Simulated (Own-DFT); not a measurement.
# One host, several defects: C11b WSi2

The numbers are computed, not measured, by runs of the plane-wave DFT program Own-DFT (in-house, retired, unreviewed) at fixed positions, with no spin and no spin-orbit coupling.

Settings: PBE; PseudoDojo norm-conserving scalar-relativistic files; cutoff 50 hartree; 5 x 5 x 5 k mesh centred on Gamma; cold (Marzari-Vanderbilt) smearing of 0.2 eV.

Known weak points: forces on such cells failed a check on a denser k mesh; stress not checked against mesh or cutoff.

All runs share one cell, with vectors in Å (-2.148, -5.953, 3.409); (-6.444, 2.976, 1.136); (-2.553, -2.948, -6.757) and a volume of 403.2 Å³. The atoms are randomly displaced, by u rms on each axis. The defect's site can differ from row to row.

```
              cell  formula   u (Å)  P (GPa)
         no defect  Si20W10  0.0227     4.77
         no defect  Si20W10  0.0503     5.98
         no defect  Si20W10  0.0573     6.84
one W on a Si site  Si19W11  0.0326    10.29
one W on a Si site  Si19W11  0.0474    10.94
one W on a Si site  Si19W11  0.0512    11.04
    one Si vacancy  Si19W10  0.0285     3.30
    one Si vacancy  Si19W10  0.0301     3.35
    one Si vacancy  Si19W10  0.0500     5.25
one Si on a W site   Si21W9  0.0289     6.44
one Si on a W site   Si21W9  0.0315        ?
one Si on a W site   Si21W9  0.0481     7.64
one Si on a W site   Si21W9  0.0530     8.01
     one W vacancy   Si20W9  0.0278     3.61
     one W vacancy   Si20W9  0.0341     3.73
     one W vacancy   Si20W9  0.0496     4.32
```

## Worked fit

P = P0 + c u² + a shift for each defect gives P0 = 4.30 GPa, c = 741 ± 81 GPa/Å² and a scatter of 0.27 GPa. The shifts, and each times the cell's volume:

- one W on a Si site: 5.00 ± 0.22 GPa, 12.6 eV
- one Si on a W site: 1.59 ± 0.22 GPa, 4.0 eV
- one Si vacancy: -1.37 ± 0.22 GPa, -3.5 eV
- one W vacancy: -1.49 ± 0.22 GPa, -3.8 eV

Against the defect-free cell, a freed cell would be larger where the shift is positive and smaller where it is negative (160.2 GPa Å³ is 1 eV). The atoms around the defects weren't relaxed, which would change these numbers.

## Prediction

Asked: what pressure belongs in the blank (one Si on a W site, u = 0.0315 Å)?

Estimate: 6.63 ± 0.32 GPa. The run itself gave 6.42 GPa.
